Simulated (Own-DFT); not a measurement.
# Biaxial strain at fixed height in wurtzite GaN, 72 atoms (Ga36N36)

Everything here is calculated. The program is Own-DFT (plane waves, in-house, since retired, never reviewed by a person); positions were held fixed, and spin and spin-orbit coupling were off.

Settings: PBE; PseudoDojo norm-conserving scalar-relativistic files (stringent for Ga); cutoff 96 hartree; 4 x 4 x 3 k mesh centred on Gamma; Gaussian smearing of 0.01 eV.

Known weak points: forces not confirmed at this smearing and k mesh; stress not checked against mesh or cutoff.

Unstrained cell vectors in Å: (9.567, 0.000, 0.000); (-4.784, 8.285, 0.000); (0.000, 0.000, 10.370). The unstrained cell has measured lattice constants (interpolated for alloys), not those of this functional. That, the random moves and any unrelaxed bonds set the pressure at no strain. Each run strains x and y alike by e, as a substrate would, and holds the height along z. Each atom got a random Gaussian move of width 0.05 Å along each axis. Stress is positive in tension.

```
e (%)  u (Å)  (s_xx + s_yy)/2 (GPa)  s_zz (GPa)
-2.75  0.050                 -24.71      -11.12
-2.50  0.050                 -20.48      -13.45
-2.25  0.049                 -21.82       -8.65
-0.50  0.049                  -9.94       -8.02
-0.25  0.045                  -8.01       -7.25
 0.25  0.053                      ?           ?
 0.50  0.049                  -5.22       -4.04
 2.00  0.048                   2.36       -3.82
 2.25  0.054                   3.72       -4.72
 2.75  0.056                   5.45       -3.69
```

## What the rows give

With e as a fraction, the in-plane stress is -7.2 + 536 e - 2642 e² GPa (errors 17 and 1149, scatter 1.00), and s_zz is -7.1 + 149 e GPa (slope ± 26, scatter 1.56). At e = 0 the first slope is C11 + C12 and the second 2 C13, both with the ions held to the strained lattice and at the cell's own pressure. A free layer would change its height as e changes, and the in-plane slope would drop by 2 C13²/C33 to the biaxial modulus. At fixed height, a misfit of 1 % moves the in-plane stress by about 5.4 GPa and s_zz by 1.5 GPa.

## Prediction

Question: what are the two stresses at e = 0.25 %?

Estimate: -5.9 and -6.7 GPa. DFT gave -6.32 and -6.17 GPa.
